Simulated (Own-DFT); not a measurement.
# Which defects push the lattice out? zincblende GaAs

Everything here is calculated. The program is Own-DFT (plane waves, in-house, since retired, never reviewed by a person); positions were held fixed, and spin and spin-orbit coupling were off.

Settings: PBE; PseudoDojo norm-conserving scalar-relativistic files; cutoff 42 hartree; 3 x 3 x 3 k mesh centred on Gamma; Fermi-Dirac smearing of 0.1 eV.

Limits (not all hold for every row): not probed for a lower state with spin; forces not confirmed at this smearing and k mesh; stress not checked against mesh or cutoff.

All runs share one cell, with vectors in Å (11.737, 0.000, 0.000); (0.000, 11.737, 0.000); (0.000, 0.000, 10.919) and a volume of 1504.3 Å³, strained against the parent crystal. The atoms are randomly displaced, by u rms on each axis. The defect's site can differ from row to row.

```
                             cell     formula   u (Å)  P (GPa)
                        no defect    As32Ga32  0.0296     0.75
                        no defect    As32Ga32  0.0302     0.74
                        no defect    As32Ga32  0.0465     1.04
              one In on a Ga site  As32Ga31In  0.0268     1.30
              one In on a Ga site  As32Ga31In  0.0512     1.70
              one In on a Ga site  As32Ga31In  0.0531     1.67
              one Al on a Ga site  AlAs32Ga31  0.0291     0.71
              one Al on a Ga site  AlAs32Ga31  0.0487     1.02
              one Al on a Ga site  AlAs32Ga31  0.0489     0.91
              one P on an As site   As31Ga32P  0.0298     0.51
              one P on an As site   As31Ga32P  0.0305     0.54
              one P on an As site   As31Ga32P  0.0524     0.87
one As vacancy and one Ga vacancy    As31Ga31  0.0291        ?
one As vacancy and one Ga vacancy    As31Ga31  0.0316     0.51
one As vacancy and one Ga vacancy    As31Ga31  0.0491     0.63
one As vacancy and one Ga vacancy    As31Ga31  0.0517     0.80
```

## Analysis

P = P0 + c u² + a shift for each defect gives P0 = 0.60 GPa, c = 182 ± 17 GPa/Å² and a scatter of 0.05 GPa. The shifts, and each times the cell's volume:

- one In on a Ga site: 0.58 ± 0.04 GPa, 5.4 eV
- one Al on a Ga site: -0.06 ± 0.04 GPa, -0.6 eV (not resolved)
- one P on an As site: -0.24 ± 0.04 GPa, -2.2 eV
- one As vacancy and one Ga vacancy: -0.33 ± 0.04 GPa, -3.1 eV

A positive shift means that the defect pushes the cell outwards. Shift times volume (160.2 GPa Å³ is 1 eV) depends little on the cell's size, so, taken for each site, it can be compared between cells at like pressure. The atoms around the defects weren't relaxed, which would change these numbers.

## The run left out

Q: what pressure belongs in the blank (one As vacancy and one Ga vacancy, u = 0.0291 Å)?

From the fit: 0.43 ± 0.06 GPa. The hidden result is 0.52 GPa.
